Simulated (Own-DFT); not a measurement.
# Shaking the atoms of 3C SiC, 64 atoms (C32Si32)

These are calculations, not measurements. The program, named Own-DFT, is a retired in-house plane-wave density functional code that no person has reviewed. Each row is one single-point run on a periodic cell that was not relaxed, without spin or spin-orbit coupling.

Settings of every run: PBE; PseudoDojo norm-conserving scalar-relativistic files; cutoff 42 hartree; 4 x 4 x 4 k mesh centred on Gamma; Fermi-Dirac smearing of 0.1 eV.

Known limits, some of them of some rows only: some atoms lie very close together; forces on such cells passed a denser k mesh, each cell not checked; stress not checked against mesh or cutoff.

Cell vectors in Å: (8.719, 0.000, 0.000); (0.000, 8.719, 0.000); (0.000, 0.000, 8.719). In each run every atom was moved at random and independently from its ideal site; u is the rms move along one axis. E is the free energy for each atom above the fitted value at u = 0, and F the rms of the force components.

| run | u (Å) | E (meV/atom) | F (eV/Å) | largest force (eV/Å) | P (GPa) |
|---|---|---|---|---|---|
| 1 | 0.0306 | 39.9 | 0.893 | 3.31 | 3.82 |
| 2 | 0.0307 | ? | ? | ? | ? |
| 3 | 0.0335 | 49.2 | 0.996 | 3.64 | 4.09 |
| 4 | 0.0599 | 144.1 | 1.839 | 5.70 | 6.62 |
| 5 | 0.0680 | 191.3 | 2.262 | 10.85 | 7.44 |
| 6 | 0.1007 | 428.9 | 4.047 | 20.06 | 13.84 |
| 7 | 0.1013 | 470.3 | 4.885 | 34.87 | 14.53 |
| 8 | 0.1056 | 473.8 | 3.865 | 18.99 | 14.48 |
| 9 | 0.1521 | 840.3 | 5.357 | 26.36 | 23.26 |

## Worked fit

For small independent moves the energy grows as E = (3/2) K u², with K the mean stiffness felt by one atom. The runs with u up to 0.11 Å give K = 28.4 ± 0.7 eV/Å², with residuals divided by u² + 0.0006 Å², since the noise grows with the moves. The scatter is 5.5 meV/atom at u = 0.05 Å. The forces follow F = G u with G = 36.0 eV/Å²; no force at u = 0 is resolved. G exceeds K because the moves of its neighbours add to the force on an atom, and stiffness differs between atoms. At u = 0.152 Å the parabola gives 987 meV/atom and the run 840. The pressure follows P = 2.74 + 1091 u² GPa: at fixed volume, shortened bonds push harder than stretched ones pull.

## Withheld run

Question: what energy and rms force should run 2 give?

The fit gives 40 ± 3 meV/atom and about 1.11 eV/Å. The calculation gave 41.6 meV/atom and 0.910 eV/Å. This run lies off the fit, by chance or by something that the fit leaves out.
